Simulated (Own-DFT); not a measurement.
# Strain and stress in wurtzite GaN, 96 atoms (Ga48N48)

Calculated results; nothing here was measured. The program, named Own-DFT, is a retired in-house plane-wave density functional code that no person has reviewed. Each row is one single-point run on a periodic cell that was not relaxed, without spin or spin-orbit coupling.

Settings of every run: PBE; PseudoDojo norm-conserving scalar-relativistic files (stringent for Ga); cutoff 96 hartree; 3 x 4 x 3 k mesh centred on Gamma; Gaussian smearing of 0.01 eV.

Known limits: forces on such cells passed a denser k mesh, each cell not checked; stress not checked against mesh or cutoff.

Unstrained cell vectors in Å: (12.756, 0.000, 0.000); (-4.783, 8.285, 0.000); (0.000, 0.000, 10.370). The unstrained cell has measured lattice constants (interpolated for alloys), not those of this functional. That, the random moves and any unrelaxed bonds set the pressure at no strain. Each run strains this cell uniformly, with the atoms carried along. Every atom was also moved at random, by a Gaussian of width 0.05 Å on each axis. Strain is the symmetric tensor, in per cent. Stress is positive in tension, and the pressure is minus a third of its trace.

| run | e_xx (%) | e_yy (%) | e_zz (%) | e_yz (%) | e_xz (%) | e_xy (%) | s_xx (GPa) | s_yy (GPa) | s_zz (GPa) | s_yz (GPa) | s_xz (GPa) | s_xy (GPa) | P (GPa) | E (meV/atom) |
|---|---|---|---|---|---|---|---|---|---|---|---|---|---|---|
| 1 | -0.79 | 1.92 | 1.06 | -1.73 | -1.13 | -1.65 | -7.61 | -1.05 | -2.22 | -3.38 | -2.64 | -6.26 | 3.63 | 18.4 |
| 2 | -1.47 | -1.56 | 0.06 | 1.35 | -0.75 | -1.42 | -13.72 | -17.22 | -9.75 | 3.59 | -1.87 | -3.66 | 13.56 | 28.7 |
| 3 | 1.17 | 1.04 | 1.29 | -0.43 | -1.53 | -1.24 | -1.59 | -0.63 | -0.82 | -1.26 | -3.00 | -3.87 | 1.01 | 3.6 |
| 4 | 0.66 | 0.15 | -1.84 | 0.56 | -1.38 | -1.42 | -5.82 | -5.71 | -16.95 | 0.43 | -3.43 | -4.26 | 9.49 | 15.1 |
| 5 | 1.76 | -0.53 | 0.23 | -0.27 | 0.37 | 1.08 | -1.22 | -6.86 | -5.76 | -0.64 | 0.96 | 4.98 | 4.61 | 2.2 |
| 6 | -1.16 | -0.48 | -0.48 | 0.73 | -1.50 | 0.41 | -12.28 | -10.17 | -12.36 | 2.33 | -3.95 | 0.88 | 11.60 | 18.8 |
| 7 | -1.41 | 0.85 | 1.95 | -1.82 | 0.28 | 0.47 | -10.40 | -3.62 | 0.32 | -3.23 | 1.56 | 0.99 | 4.57 | 0.3 |
| 8 | -1.73 | -0.50 | 0.14 | -1.01 | -0.63 | -0.95 | -17.05 | -10.83 | -9.29 | -2.28 | -1.92 | -4.26 | 12.39 | 45.1 |
| 9 | 1.06 | 0.66 | -0.60 | -1.89 | -1.33 | -1.85 | -2.96 | -3.92 | -7.51 | -3.89 | -2.41 | -5.40 | 4.80 | 0.0 |
| 10 | 0.44 | -1.73 | -1.11 | 1.29 | -1.48 | -0.85 | -7.72 | -14.56 | -14.07 | 2.67 | -2.65 | -2.95 | 12.12 | 16.7 |
| 11 | -0.48 | -1.33 | -1.85 | 0.91 | -0.18 | -0.94 | -12.01 | -16.41 | -17.82 | 3.49 | -0.09 | -5.22 | 15.41 | 40.9 |
| 12 | -1.18 | -1.24 | -0.99 | 1.43 | -0.63 | -0.79 | -13.90 | -15.13 | -14.36 | 3.51 | -1.54 | -2.48 | 14.47 | 31.3 |
| 13 | 1.10 | 1.63 | -1.30 | -1.99 | 0.93 | -1.06 | -1.77 | -1.06 | -11.05 | -4.39 | 1.63 | -2.39 | 4.62 | 13.9 |
| 14 | -0.29 | -1.53 | -0.70 | 0.04 | -1.78 | 1.55 | -10.75 | -14.63 | -12.53 | -0.17 | -4.37 | 4.52 | 12.64 | 25.2 |
| 15 | 0.99 | -1.81 | -0.74 | -0.83 | 0.57 | -1.89 | -5.54 | -13.41 | -12.06 | -2.32 | 1.28 | -4.85 | 10.34 | 16.5 |
| 16 | -1.77 | 0.78 | -1.78 | -1.19 | -1.09 | 1.95 | -14.17 | -8.02 | -15.96 | -2.89 | -1.84 | 5.55 | 12.72 | 17.7 |
| 17 | -1.29 | -0.44 | 0.15 | 1.25 | -1.61 | 0.56 | ? | ? | ? | ? | ? | ? | ? | ? |

E is the free energy for each atom above the lowest run shown.

## Worked fit

Each stress component was fitted by least squares to a constant and the strains of the runs shown, as fractions, with shears doubled. Shear strains stay in the fit of a normal stress only where such slopes are resolved. The slopes, in GPa:

```
stress  at no strain  per e_xx  per e_yy  per e_zz  scatter
  s_xx          -7.4  392 ± 18  107 ± 19   51 ± 21     0.85
  s_yy          -7.4  142 ± 22  403 ± 22   81 ± 25     1.01
  s_zz          -7.9   83 ± 16   92 ± 17  444 ± 18     0.76
```

Each shear stress against twice its own strain: yz 120 ± 11, xz 111 ± 10, xy 162 ± 10 GPa. These are stiffnesses along x, y and z of the frame in which the cell vectors are given, which need not be the crystal's axes. The atoms are held to the strained lattice; where symmetry lets them move under strain, relaxing them would lower some slopes. The table should be nearly symmetric about its diagonal, and what it lacks of that shows the noise. A ninth of its sum, 199 ± 4 GPa, estimates the bulk modulus near the mean pressure of these runs, 9.2 GPa, so it lies above the value at zero pressure.

## Withheld run

Question: what normal stresses and pressure should run 17 give?

The fit gives s_xx = -12.9, s_yy = -10.9, s_zz = -8.7 and P = 10.8 GPa. The calculation gave -12.41, -10.24, -7.64 and P = 10.10 GPa.
